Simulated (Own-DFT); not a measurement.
Simulation results for SiC (4H silicon carbide, atoms displaced)

A calculation, not a measurement: plane-wave PBE density functional theory by an unreviewed code, no spin, of a simulated periodic cell, stress positive in tension, free energy of the whole cell less one offset for each atom, forces on such cells passed a denser k mesh, this cell's mesh not checked; offsets are fitted by least squares, one for each functional and potential file, so energies compare only between cells with the same atoms and settings and are not formation energies; the far tail of each file's local potential was reset to the Coulomb form; each entry is a single point on an unrelaxed cell, so the pressure reflects the starting lattice, mostly measured values (interpolated for alloys), from which strain is counted, and rises with the displacements; printed positions are rounded, which can move forces by about a meV/angstrom; the program, named Own-DFT, is a retired in-house code; no spin-orbit coupling. Program: Own-DFT development build.

Entry: SiC (4H silicon carbide, atoms displaced)

```cif
# cell vector a (Å): 12.3308 0.0000 0.0000
# cell vector b (Å): -6.1654 10.6788 0.0000
# cell vector c (Å): 0.0000 0.0000 10.0681
data_SiC
_symmetry_space_group_name_H-M 'P 1'
_symmetry_Int_Tables_number 1
_cell_length_a 12.3308
_cell_length_b 12.3308
_cell_length_c 10.0681
_cell_angle_alpha 90.000
_cell_angle_beta 90.000
_cell_angle_gamma 120.000
_cell_volume 1325.75
loop_
_atom_site_label
_atom_site_type_symbol
_atom_site_fract_x
_atom_site_fract_y
_atom_site_fract_z
_atom_site_occupancy
Si1 Si 0.00172 0.99977 0.40165 1
Si2 Si 0.08160 0.16602 0.15368 1
C1 C 0.00146 0.99760 0.09617 1
C2 C 0.08327 0.16428 0.35108 1
Si3 Si 0.00495 0.25207 0.40930 1
Si4 Si 0.08586 0.41704 0.15700 1
C3 C 0.00472 0.25086 0.08894 1
C4 C 0.08064 0.41443 0.33920 1
Si5 Si 0.00012 0.50182 0.40464 1
Si6 Si 0.08745 0.67096 0.15624 1
C5 C 0.00170 0.50069 0.09198 1
C6 C 0.08832 0.66967 0.34531 1
Si7 Si 0.00238 0.74760 0.40570 1
Si8 Si 0.08060 0.91519 0.15954 1
C7 C 0.99695 0.74613 0.09644 1
C8 C 0.08529 0.91433 0.34280 1
Si9 Si 0.25002 0.00046 0.40278 1
Si10 Si 0.33069 0.16614 0.15879 1
C9 C 0.24745 0.99559 0.09218 1
C10 C 0.33901 0.17088 0.34381 1
Si11 Si 0.25480 0.25261 0.40234 1
Si12 Si 0.33586 0.41803 0.16349 1
C11 C 0.25041 0.25076 0.09160 1
C12 C 0.33473 0.42000 0.34213 1
Si13 Si 0.25390 0.50046 0.40423 1
Si14 Si 0.33331 0.66233 0.15236 1
C13 C 0.24659 0.49902 0.09378 1
C14 C 0.32837 0.66398 0.34365 1
Si15 Si 0.25218 0.74830 0.40650 1
Si16 Si 0.33207 0.91559 0.15691 1
C15 C 0.25171 0.75144 0.09288 1
C16 C 0.33318 0.91843 0.34393 1
Si17 Si 0.49896 0.00095 0.40731 1
Si18 Si 0.58336 0.16569 0.15801 1
C17 C 0.49777 0.99783 0.09694 1
C18 C 0.58538 0.16522 0.34615 1
Si19 Si 0.49391 0.24910 0.40431 1
Si20 Si 0.58154 0.42064 0.15400 1
C19 C 0.49750 0.24929 0.09434 1
C20 C 0.58568 0.41295 0.34153 1
Si21 Si 0.50031 0.49765 0.40545 1
Si22 Si 0.58737 0.66617 0.15224 1
C21 C 0.50056 0.49873 0.09133 1
C22 C 0.58817 0.66920 0.34256 1
Si23 Si 0.50227 0.75003 0.40901 1
Si24 Si 0.58771 0.92407 0.15921 1
C23 C 0.49921 0.75200 0.09563 1
C24 C 0.58433 0.91579 0.34206 1
Si25 Si 0.75422 0.00264 0.40959 1
Si26 Si 0.83208 0.16733 0.14946 1
C25 C 0.75138 0.99782 0.09209 1
C26 C 0.82782 0.16911 0.34491 1
Si27 Si 0.74835 0.24565 0.41146 1
Si28 Si 0.83440 0.41244 0.15927 1
C27 C 0.74935 0.25076 0.09074 1
C28 C 0.83503 0.42171 0.34241 1
Si29 Si 0.74843 0.49954 0.40517 1
Si30 Si 0.83097 0.66600 0.15713 1
C29 C 0.75333 0.49672 0.09425 1
C30 C 0.83183 0.66529 0.34321 1
Si31 Si 0.75289 0.75312 0.40810 1
Si32 Si 0.83176 0.91484 0.15756 1
C31 C 0.75009 0.74767 0.09368 1
C32 C 0.82951 0.91395 0.34742 1
Si33 Si 0.00130 0.00187 0.90565 1
Si34 Si 0.91459 0.82884 0.65610 1
C33 C 0.00247 0.00202 0.59103 1
C34 C 0.91738 0.83346 0.84364 1
Si35 Si 0.99852 0.75194 0.91399 1
Si36 Si 0.91614 0.58375 0.65919 1
C35 C 0.00201 0.75301 0.59406 1
C36 C 0.91252 0.57910 0.84120 1
Si37 Si 0.00307 0.50228 0.90814 1
Si38 Si 0.91809 0.33316 0.65248 1
C37 C 0.00150 0.49738 0.59548 1
C38 C 0.92228 0.33508 0.84111 1
Si39 Si 0.00406 0.25243 0.91000 1
Si40 Si 0.91600 0.08473 0.65794 1
C39 C 0.99743 0.24926 0.59121 1
C40 C 0.91730 0.08225 0.84758 1
Si41 Si 0.75138 0.00184 0.90798 1
Si42 Si 0.67396 0.83158 0.65580 1
C41 C 0.74880 0.00131 0.59444 1
C42 C 0.66395 0.83477 0.84655 1
Si43 Si 0.74896 0.74521 0.90287 1
Si44 Si 0.66648 0.58366 0.65266 1
C43 C 0.74864 0.75112 0.58754 1
C44 C 0.66992 0.58643 0.84664 1
Si45 Si 0.74608 0.49384 0.90630 1
Si46 Si 0.67111 0.33485 0.65683 1
C45 C 0.74830 0.50369 0.59164 1
C46 C 0.66679 0.33132 0.84792 1
Si47 Si 0.75179 0.24996 0.90948 1
Si48 Si 0.66713 0.08423 0.65640 1
C47 C 0.74814 0.24874 0.59325 1
C48 C 0.66564 0.08524 0.84802 1
Si49 Si 0.49843 0.00294 0.90545 1
Si50 Si 0.41919 0.83493 0.65107 1
C49 C 0.50559 0.00778 0.59262 1
C50 C 0.41475 0.83338 0.84208 1
Si51 Si 0.49814 0.74614 0.90440 1
Si52 Si 0.41871 0.58940 0.65721 1
C51 C 0.50096 0.75131 0.59954 1
C52 C 0.41668 0.58353 0.84452 1
Si53 Si 0.50170 0.49999 0.90040 1
Si54 Si 0.41422 0.33490 0.65711 1
C53 C 0.49622 0.49860 0.59160 1
C54 C 0.41121 0.33048 0.84477 1
Si55 Si 0.49636 0.25129 0.90814 1
Si56 Si 0.41949 0.08700 0.65313 1
C55 C 0.50129 0.25399 0.59483 1
C56 C 0.41589 0.08112 0.83994 1
Si57 Si 0.24903 0.99903 0.90732 1
Si58 Si 0.16769 0.83380 0.65628 1
C57 C 0.24988 0.99801 0.59273 1
C58 C 0.16926 0.83437 0.84455 1
Si59 Si 0.25244 0.75219 0.90090 1
Si60 Si 0.16691 0.58483 0.65840 1
C59 C 0.25033 0.74638 0.59826 1
C60 C 0.16664 0.58329 0.84611 1
Si61 Si 0.24599 0.49557 0.90143 1
Si62 Si 0.16676 0.33604 0.65686 1
C61 C 0.24762 0.49927 0.59368 1
C62 C 0.16862 0.33743 0.84590 1
Si63 Si 0.25174 0.25114 0.90802 1
Si64 Si 0.16160 0.07910 0.65847 1
C63 C 0.24732 0.25000 0.59014 1
C64 C 0.16559 0.08419 0.84753 1
```

Settings of this run: functional PBE, potential files PseudoDojo norm-conserving, scalar-relativistic, standard set, wave cutoff 42 hartree, occupations Fermi-Dirac, smearing width 0.1 eV, hardware one NVIDIA H200 and k mesh 3 x 3 x 3 centred on Gamma.

Results for SiC (4H silicon carbide, atoms displaced): free energy of cell above offsets -19.165 eV; pressure 3.65 GPa; stress xx -3.23 GPa; stress yy -3.12 GPa; stress zz -4.61 GPa; stress yz 0.03 GPa; stress xz 0.18 GPa; stress xy 0.24 GPa; wall time 531.4 s.

Force:
| element | x (eV/Å) | y (eV/Å) | z (eV/Å) |
| --- | --- | --- | --- |
| Si | -0.185 | -0.723 | 1.04 |
| Si | 0.745 | -0.114 | 0.917 |
| C | -1.084 | 0.307 | -0.349 |
| C | 0.279 | 0.942 | -2.022 |
| Si | -1.425 | -0.506 | -1.119 |
| Si | -0.85 | -0.107 | -0.681 |
| C | -1.212 | -0.113 | 1.564 |
| C | 0.816 | 0.459 | 1.32 |
| Si | 0.464 | -0.279 | 0.292 |
| Si | 0.046 | -1.05 | -0.067 |
| C | 0.023 | -0.114 | 0.889 |
| C | -0.337 | -0.577 | -0.245 |
| Si | -0.777 | 0.178 | 0.151 |
| Si | 0.959 | -0.438 | -0.869 |
| C | -0.081 | 0.889 | 0.362 |
| C | -0.726 | 0.328 | 0.359 |
| Si | 0.183 | 0.017 | 0.919 |
| Si | 0.606 | -0.294 | -1.204 |
| C | -0.315 | 0.827 | 0.844 |
| C | -2.041 | -1.473 | -0.392 |
| Si | -0.987 | -0.47 | 0.939 |
| Si | -0.665 | -0.036 | -2.784 |
| C | -0.153 | 0.03 | 1.28 |
| C | 0.767 | -0.707 | 0.982 |
| Si | -1.881 | -0.009 | 0.585 |
| Si | -0.685 | 1.207 | 0.604 |
| C | 1.573 | -0.323 | -0.51 |
| C | 1.754 | 0.383 | -0.138 |
| Si | -0.619 | 0.68 | 0.49 |
| Si | 0.295 | -0.104 | -0.116 |
| C | 0.161 | -0.313 | -0.343 |
| C | 0.344 | -0.501 | 0.375 |
| Si | 0.815 | -0.177 | -0.576 |
| Si | -0.533 | 0.142 | -0.12 |
| C | 0.047 | 0.98 | -0.731 |
| C | -1.201 | 0.512 | -0.218 |
| Si | 3.219 | 0.716 | 0.939 |
| Si | 2.011 | -1.31 | 0.175 |
| C | 0.088 | 0.148 | 0.192 |
| C | -1.551 | 0.588 | 0.176 |
| Si | 0.59 | 0.92 | -0.284 |
| Si | -1.572 | 0.331 | 0.642 |
| C | -0.81 | 0.643 | -0.23 |
| C | -0.44 | -0.927 | 0.341 |
| Si | -0.397 | -0.157 | -0.829 |
| Si | -0.19 | -1.878 | -0.718 |
| C | 1.043 | -0.209 | -0.527 |
| C | -0.138 | 0.426 | 1.454 |
| Si | -1.275 | -0.084 | -0.747 |
| Si | 0.677 | -0.046 | 1.307 |
| C | -0.348 | 0.779 | 0.486 |
| C | 2.741 | -0.684 | -0.754 |
| Si | -0.938 | 1.723 | -1.069 |
| Si | -0.25 | 1.181 | -0.705 |
| C | 0.315 | -0.508 | 0.881 |
| C | 0.279 | -1.326 | 1.091 |
| Si | 0.363 | 0.186 | -0.183 |
| Si | 0.76 | -0.927 | -0.1 |
| C | -1.326 | 0.379 | -0.076 |
| C | 0.309 | 0.656 | 0.555 |
| Si | -0.031 | -1.156 | -1.393 |
| Si | 0.389 | -0.092 | -0.028 |
| C | 0.169 | 0.578 | -0.668 |
| C | 1.022 | 1.273 | -0.721 |
| Si | -0.127 | -0.816 | 0.529 |
| Si | 0.144 | 1.414 | -0.251 |
| C | -1.116 | -1.191 | 0.37 |
| C | -0.349 | -0.021 | 0.165 |
| Si | 0.856 | -0.924 | -1.764 |
| Si | 0.337 | -0.04 | -1.022 |
| C | 0.208 | -1.021 | -0.233 |
| C | 0.302 | 0.907 | 1.376 |
| Si | -0.703 | -0.519 | -0.684 |
| Si | -0.418 | -0.128 | 0.793 |
| C | -0.973 | 0.972 | -0.749 |
| C | -0.768 | -0.414 | 0.711 |
| Si | -0.494 | -0.329 | -1.72 |
| Si | 0.499 | -0.323 | -0.254 |
| C | 0.725 | 0.222 | 0.923 |
| C | -0.216 | 0.758 | -0.475 |
| Si | -0.422 | -0.489 | -0.535 |
| Si | -2.667 | 1.211 | 0.863 |
| C | 0.805 | -0.388 | 0.414 |
| C | 1.539 | -0.542 | -0.644 |
| Si | -0.509 | 2.242 | 1.089 |
| Si | -0.659 | -0.066 | 0.474 |
| C | 1.373 | -0.788 | 1.524 |
| C | -0.24 | -1.861 | -1.422 |
| Si | 0.737 | 1.118 | 0.471 |
| Si | -1.251 | 0.086 | 0.152 |
| C | 1.181 | -0.713 | 0.273 |
| C | -0.643 | -0.252 | -0.846 |
| Si | 0.2 | 0.513 | -1.276 |
| Si | 0.096 | 0.075 | 0.794 |
| C | 0.696 | 0.535 | 0.704 |
| C | 0.602 | -0.261 | -0.554 |
| Si | 0.642 | -1.055 | 0.451 |
| Si | -0.546 | 0.667 | 1.376 |
| C | -0.459 | -1.566 | -0.049 |
| C | 1.028 | 0.458 | -0.227 |
| Si | -0.75 | 1.368 | 0.829 |
| Si | -0.25 | -1.66 | -0.18 |
| C | 0.922 | 0.526 | -1.411 |
| C | 0.001 | -0.721 | -0.255 |
| Si | -0.671 | -0.084 | 0.869 |
| Si | 0.097 | -0.726 | -0.372 |
| C | 0.327 | 0.826 | 0.565 |
| C | 1.056 | 1.09 | -0.424 |
| Si | 1.032 | -0.968 | -0.411 |
| Si | -0.564 | -0.276 | 0.287 |
| C | -0.081 | -0.052 | -0.317 |
| C | -0.859 | 1.018 | 0.725 |
| Si | 0.308 | 0.17 | -0.492 |
| Si | 0.213 | -0.098 | 0.199 |
| C | -0.119 | 0.728 | -0.193 |
| C | -1.194 | -0.35 | 0.063 |
| Si | -0.18 | -0.403 | 1.15 |
| Si | 0.172 | -0.945 | -0.02 |
| C | -0.315 | 1.182 | -1.241 |
| C | 0.203 | 0.334 | -0.436 |
| Si | 0.435 | 1.945 | 1.437 |
| Si | 0.066 | -0.702 | -0.279 |
| C | 0.597 | 0.701 | -0.13 |
| C | 0.468 | -1.903 | -0.765 |
| Si | -1.066 | -0.183 | -0.273 |
| Si | 1.059 | 1.06 | -0.525 |
| C | 0.45 | -0.075 | 0.671 |
| C | 0.4 | 0.051 | -0.451 |
